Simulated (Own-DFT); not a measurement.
# What a defect does to the pressure of its cell: C11b WSi2

Calculated, not measured: single-point runs of Own-DFT, a retired in-house plane-wave DFT program that no person has reviewed, on unrelaxed cells, without spin or spin-orbit coupling.

Common settings: PBEsol; PseudoDojo norm-conserving scalar-relativistic files, made for PBE; cutoff 50 hartree; 5 x 5 x 5 k mesh centred on Gamma; cold (Marzari-Vanderbilt) smearing of 0.2 eV.

Keep in mind: forces on such cells failed a check on a denser k mesh; stress not checked against mesh or cutoff.

All runs share one cell, with vectors in Å (-2.148, -5.953, 3.409); (-6.444, 2.976, 1.136); (-2.553, -2.948, -6.757) and a volume of 403.2 Å³. u is the rms random offset of the atoms per axis. The defect's site can differ from row to row.

```
cell,formula,u (Å),P (GPa)
no defect,Si20W10,0.0208,0.45
no defect,Si20W10,0.0515,1.64
no defect,Si20W10,0.0535,2.12
one W on a Si site,Si19W11,0.0292,5.72
one W on a Si site,Si19W11,0.0328,5.61
one W on a Si site,Si19W11,0.0493,6.33
one W on a Si site,Si19W11,0.0512,?
one Si vacancy,Si19W10,0.0272,-0.44
one Si vacancy,Si19W10,0.0312,-0.68
one Si vacancy,Si19W10,0.0514,0.70
one Si on a W site,Si21W9,0.0280,2.21
one Si on a W site,Si21W9,0.0491,3.45
one Si on a W site,Si21W9,0.0493,3.90
```

## Working it out

P = P0 + c u² + a shift for each defect gives P0 = 0.08 GPa, c = 663 ± 82 GPa/Å² and a scatter of 0.25 GPa. The shifts, and each times the cell's volume:

- one W on a Si site: 4.84 ± 0.21 GPa, 12.2 eV
- one Si on a W site: 1.86 ± 0.20 GPa, 4.7 eV
- one Si vacancy: -1.19 ± 0.21 GPa, -3.0 eV

Positive is outwards. The product with the volume (160.2 GPa Å³ to the eV) is nearly free of the cell's size; divided by the bulk modulus at the cell's pressure it gives the volume that the defect adds. The atoms around the defects weren't relaxed, which would change these numbers.

## The run left out

The question: what pressure belongs in the blank (one W on a Si site, u = 0.0512 Å)?

The fit gives 6.67 ± 0.30 GPa. Computed: 6.50 GPa.
